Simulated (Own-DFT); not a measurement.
# One host, several defects: zincblende GaP

The numbers are computed, not measured, by runs of the plane-wave DFT program Own-DFT (in-house, retired, unreviewed) at fixed positions, with no spin and no spin-orbit coupling.

All runs used: PBE; PseudoDojo norm-conserving scalar-relativistic files; cutoff 42 hartree; 3 x 3 x 3 k mesh centred on Gamma; Fermi-Dirac smearing of 0.1 eV.

Keep in mind (not all hold for every row): not probed for a lower state with spin; forces on such cells passed a denser k mesh, each cell not checked; stress not checked against mesh or cutoff.

All runs share one cell, with vectors in Å (10.901, 0.000, 0.000); (0.000, 10.901, 0.000); (0.000, 0.000, 10.901) and a volume of 1295.4 Å³. The atoms are randomly displaced, by u rms on each axis. The defect's site can differ from row to row.

| cell | formula | u (Å) | P (GPa) |
|---|---|---|---|
| no defect | Ga32P32 | 0.0216 | 2.74 |
| no defect | Ga32P32 | 0.0489 | 3.17 |
| no defect | Ga32P32 | 0.0513 | 3.26 |
| two P vacancies | Ga32P30 | 0.0298 | 2.25 |
| two P vacancies | Ga32P30 | 0.0301 | 2.27 |
| two P vacancies | Ga32P30 | 0.0498 | ? |
| two P vacancies | Ga32P30 | 0.0523 | 2.83 |
| one As on a P site | AsGa32P31 | 0.0306 | 3.16 |
| one As on a P site | AsGa32P31 | 0.0494 | 3.46 |
| one As on a P site | AsGa32P31 | 0.0495 | 3.42 |
| one In on a Ga site | Ga31InP32 | 0.0291 | 3.64 |
| one In on a Ga site | Ga31InP32 | 0.0304 | 3.68 |
| one In on a Ga site | Ga31InP32 | 0.0544 | 4.41 |
| one Al on a Ga site | AlGa31P32 | 0.0308 | 2.83 |
| one Al on a Ga site | AlGa31P32 | 0.0507 | 3.30 |
| one Al on a Ga site | AlGa31P32 | 0.0511 | 3.29 |

## Analysis

P = P0 + c u² + a shift for each defect gives P0 = 2.54 GPa, c = 283 ± 21 GPa/Å² and a scatter of 0.07 GPa. The shifts, and each times the cell's volume:

- one In on a Ga site: 0.92 ± 0.06 GPa, 7.5 eV
- one As on a P site: 0.26 ± 0.06 GPa, 2.1 eV
- one Al on a Ga site: 0.02 ± 0.06 GPa, 0.2 eV (not resolved)
- two P vacancies: -0.52 ± 0.06 GPa, -4.2 eV (-2.1 eV for each of its 2 sites)

Against the defect-free cell, a freed cell would be larger where the shift is positive and smaller where it is negative (160.2 GPa Å³ is 1 eV). The atoms around the defects weren't relaxed, which would change these numbers.

## The run left out

Asked: what pressure belongs in the blank (two P vacancies, u = 0.0498 Å)?

From the fit: 2.72 ± 0.08 GPa. Computed: 2.63 GPa.
